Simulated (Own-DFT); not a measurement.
# One cell, two functionals

All numbers below are calculated, not measured. They come from Own-DFT, an in-house plane-wave density functional program, since retired, whose code no person has reviewed. Each row is one single-point run on a periodic cell that was not relaxed, without spin or spin-orbit coupling.

Known limits: forces on such cells failed a check on a denser k mesh; stress not checked against mesh or cutoff.

Each cell was run twice at the same cutoff, k mesh and smearing, with PBE and with PBEsol, on PseudoDojo norm-conserving files made for PBE. Atoms were moved at random from their sites; u is the rms move along one axis. Files made for PBEsol would give a somewhat different change.

| cell | atoms | volume (Å³/atom) | u (Å) | cutoff (hartree) | P with PBE (GPa) | P with PBEsol (GPa) | change (GPa) |
|---|---|---|---|---|---|---|---|
| C11b WSi2 with one Si vacancy (Si19W10) | 29 | 13.90 | 0.048 | 50 | 4.86 | 0.85 | -4.00 |
| C11b WSi2 with one Si vacancy (Si19W10) | 29 | 13.90 | 0.053 | 50 | 4.37 | 0.40 | -3.97 |
| C11b WSi2 with one Si vacancy (Si19W10) | 29 | 13.90 | 0.029 | 50 | 3.40 | ? | ? |
| C40 NbSi2 with two Si on a Nb site each (Nb10Si26) | 36 | 14.64 | 0.029 | 42 | 1.69 | -1.67 | -3.36 |
| C40 NbSi2 with two Si on a Nb site each (Nb10Si26) | 36 | 14.64 | 0.073 | 42 | 3.36 | 0.03 | -3.34 |
| C40 NbSi2 with two Si on a Nb site each (Nb10Si26) | 36 | 14.64 | 0.029 | 42 | 1.39 | -1.97 | -3.36 |
| D0_22 TiAl3 (Al30Ti10) | 40 | 15.63 | 0.023 | 42 | 1.99 | 0.08 | -1.90 |
| D0_22 TiAl3 (Al30Ti10) | 40 | 15.63 | 0.109 | 42 | 4.86 | 2.96 | -1.90 |
| D0_22 TiAl3 (Al30Ti10) | 40 | 15.63 | 0.047 | 42 | 2.53 | 0.62 | -1.91 |
| L1_0 TiAl (Al16Ti16) | 32 | 15.81 | 0.047 | 42 | 3.87 | 0.96 | -2.91 |
| L1_0 TiAl (Al16Ti16) | 32 | 16.06 | 0.021 | 42 | 1.20 | -1.64 | -2.84 |
| L1_0 TiAl (Al16Ti16) | 32 | 16.22 | 0.049 | 42 | 0.60 | -2.21 | -2.80 |

## Worked reading

Mean change of pressure by composition, in GPa: Si19W10, -3.99; Nb5Si13, -3.35; AlTi, -2.85; Al3Ti, -1.90. At a fixed cell PBEsol gives the lower pressure, because it favours a smaller volume than PBE. Here the change varies more between materials than between cells of one material.

## Withheld value

Question: what PBEsol pressure should the Si19W10 cell with the blank give?

Adding the mean change of the cells with its composition, -3.99 GPa, to 3.40 gives -0.6 GPa. The calculation gave -0.59 GPa.
